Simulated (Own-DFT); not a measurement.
# Response to strain: rock-salt HfC, 64 atoms (C32Hf32)

All numbers below are calculated, not measured. They come from Own-DFT, an in-house plane-wave density functional program, since retired, whose code no person has reviewed. Each row is one single-point run on a periodic cell that was not relaxed, without spin or spin-orbit coupling.

Settings of every run: PBE; PseudoDojo norm-conserving scalar-relativistic files; cutoff 42 hartree; 4 x 4 x 4 k mesh centred on Gamma; cold (Marzari-Vanderbilt) smearing of 0.2 eV.

Known limits: hafnium file: forces about 75 meV/angstrom off all-electron values; forces on such cells failed a check on a denser k mesh; stress not checked against mesh or cutoff.

Unstrained cell vectors in Å: (3.784, -5.351, 6.554); (-3.784, 5.351, 6.554); (-7.568, -5.351, 0.000). The unstrained cell was taken from the Materials Project. The random moves and any unrelaxed bonds add to the pressure at no strain. Each run strains this cell uniformly, with the atoms carried along. Every atom was also moved at random, by a Gaussian of width 0.05 Å on each axis. Strain is the symmetric tensor, in per cent. Stress is positive in tension, and the pressure is minus a third of its trace.

```
run,e_xx (%),e_yy (%),e_zz (%),e_yz (%),e_xz (%),e_xy (%),s_xx (GPa),s_yy (GPa),s_zz (GPa),s_yz (GPa),s_xz (GPa),s_xy (GPa),P (GPa),E (meV/atom)
1,-0.39,-1.98,-0.23,1.85,1.53,0.40,-10.51,-16.06,-9.45,7.39,4.96,1.69,12.01,37.5
2,-0.79,-1.17,-0.45,1.22,1.43,-1.70,-13.78,-13.86,-9.45,4.70,4.86,-8.01,12.36,47.3
3,0.52,-1.31,0.43,-0.61,1.43,1.11,-3.28,-10.10,-4.40,-3.31,5.89,4.82,5.93,0.8
4,-1.27,-0.67,-1.10,-1.23,0.75,-0.29,-14.37,-11.96,-13.79,-6.16,3.89,-1.29,13.38,27.4
5,-0.61,0.89,-1.14,0.84,-0.10,-0.84,-8.07,-3.10,-9.91,3.58,-0.86,-3.04,7.03,5.4
6,-1.13,0.80,1.96,1.01,0.00,-0.09,-7.06,-0.33,4.06,3.59,-0.02,-1.18,1.11,0.8
7,0.92,-1.96,1.30,0.68,-1.57,1.17,-2.09,-11.92,-1.53,3.60,-6.28,4.79,5.18,31.0
8,-0.40,-1.68,-1.40,0.58,0.41,-1.33,-12.48,-16.58,-15.08,2.80,0.84,-5.32,14.72,37.9
9,-1.90,-0.89,0.51,0.40,0.06,-0.32,-16.68,-12.10,-6.53,1.16,0.42,-2.10,11.77,37.4
10,-0.13,-0.87,-0.39,1.35,0.05,-0.47,-7.92,-10.29,-8.39,5.74,-0.57,-1.81,8.86,10.6
11,-1.12,-0.73,-0.92,0.18,1.73,-1.05,-14.68,-12.57,-12.16,0.22,6.21,-4.73,13.14,40.9
12,-0.89,-1.49,-0.60,1.90,0.88,-0.33,-12.67,-14.94,-10.95,8.34,2.24,-1.18,12.86,26.8
13,0.66,0.82,-0.11,1.44,1.02,0.23,-0.61,-0.20,-3.30,5.20,3.09,0.92,1.37,0.0
14,1.33,-0.41,-1.56,-0.63,1.66,-1.21,-1.58,-7.84,-11.44,-3.66,6.51,-4.28,6.96,21.9
15,-1.36,-0.95,1.74,1.78,-1.65,-0.45,-11.46,-9.75,-0.40,7.33,-6.52,-2.00,7.20,17.9
16,0.82,-1.91,0.80,0.84,-0.36,1.70,-2.18,-12.15,-4.21,3.73,-1.86,7.51,6.18,15.7
17,0.13,1.09,-0.47,-1.66,1.33,0.69,?,?,?,?,?,?,?,?
```

E is the free energy for each atom above the lowest run shown.

## Worked fit

Each stress component was fitted by least squares to a constant and the strains of the runs shown, as fractions, with shears doubled. Shear strains stay in the fit of a normal stress only where such slopes are resolved. The slopes, in GPa:

```
stress  at no strain  per e_xx  per e_yy  per e_zz  scatter
  s_xx          -5.1  511 ± 18  184 ± 15  114 ± 18     0.54
  s_yy          -5.2   145 ± 7   513 ± 6   127 ± 7     0.22
  s_zz          -5.5   122 ± 8   165 ± 8   476 ± 9     0.28
```

Also, s_xx gains 39 ± 12 per 2 e_xy; s_yy gains 21 ± 5 per 2 e_xy; s_zz gains 15 ± 4 per 2 e_yz; s_zz gains 15 ± 5 per 2 e_xz.

Each shear stress against twice its own strain: yz 222 ± 5, xz 190 ± 3, xy 218 ± 7 GPa. These are stiffnesses along x, y and z of the frame in which the cell vectors are given, which need not be the crystal's axes. The atoms are held to the strained lattice; where symmetry lets them move under strain, relaxing them would lower some slopes. The table should be nearly symmetric about its diagonal, and what it lacks of that shows the noise. A ninth of its sum, 262 ± 6 GPa, estimates the bulk modulus near the mean pressure of these runs, 8.8 GPa, so it lies above the value at zero pressure.

## Withheld run

Question: what normal stresses and pressure should run 17 give?

The fit gives s_xx = -2.4, s_yy = 0.3, s_zz = -5.9 and P = 2.7 GPa. The calculation gave -3.78, -1.00, -6.78 and P = 3.85 GPa. This run lies off the fit, by chance or by something that the fit leaves out.
